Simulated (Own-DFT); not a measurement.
# What a defect does to the pressure of its cell: grey tin

Everything here is calculated. The program is Own-DFT (plane waves, in-house, since retired, never reviewed by a person); positions were held fixed, and spin and spin-orbit coupling were off.

Method: PBE; PseudoDojo norm-conserving scalar-relativistic files; cutoff 42 hartree; 3 x 3 x 3 k mesh centred on Gamma; cold (Marzari-Vanderbilt) smearing of 0.2 eV.

Limits (not all hold for every row): not probed for a lower state with spin; forces on such cells moved up to 12 meV/angstrom on a denser k mesh; stress not checked against mesh or cutoff.

All runs share one cell, with vectors in Å (12.978, 0.000, 0.000); (0.000, 12.978, 0.000); (0.000, 0.000, 12.978) and a volume of 2185.9 Å³. Atoms were moved at random from their sites; u is the rms move along one axis. The defect's site can differ from row to row.

| cell | formula | u (Å) | P (GPa) |
|---|---|---|---|
| no defect | Sn64 | 0.0208 | 3.38 |
| no defect | Sn64 | 0.0209 | 3.38 |
| no defect | Sn64 | 0.0504 | 3.62 |
| two Sn vacancies | Sn62 | 0.0285 | 3.15 |
| two Sn vacancies | Sn62 | 0.0335 | 3.12 |
| two Sn vacancies | Sn62 | 0.0526 | 3.32 |
| two Sn vacancies | Sn62 | 0.0546 | ? |
| one Sn vacancy | Sn63 | 0.0313 | 3.24 |
| one Sn vacancy | Sn63 | 0.0485 | 3.39 |
| one Sn vacancy | Sn63 | 0.0506 | 3.40 |

## Analysis

P = P0 + c u² + a shift for each defect gives P0 = 3.34 GPa, c = 107 ± 8 GPa/Å² and a scatter of 0.02 GPa. The shifts, and each times the cell's volume:

- one Sn vacancy: -0.20 ± 0.02 GPa, -2.8 eV
- two Sn vacancies: -0.31 ± 0.02 GPa, -4.2 eV (-2.1 eV for each of its 2 sites)

A positive shift means that the defect pushes the cell outwards. Shift times volume (160.2 GPa Å³ is 1 eV) depends little on the cell's size, so, taken for each site, it can be compared between cells at like pressure. The atoms around the defects weren't relaxed, which would change these numbers.

## Check

The question: what pressure belongs in the blank (two Sn vacancies, u = 0.0546 Å)?

The fit gives 3.35 ± 0.03 GPa. The run itself gave 3.27 GPa.
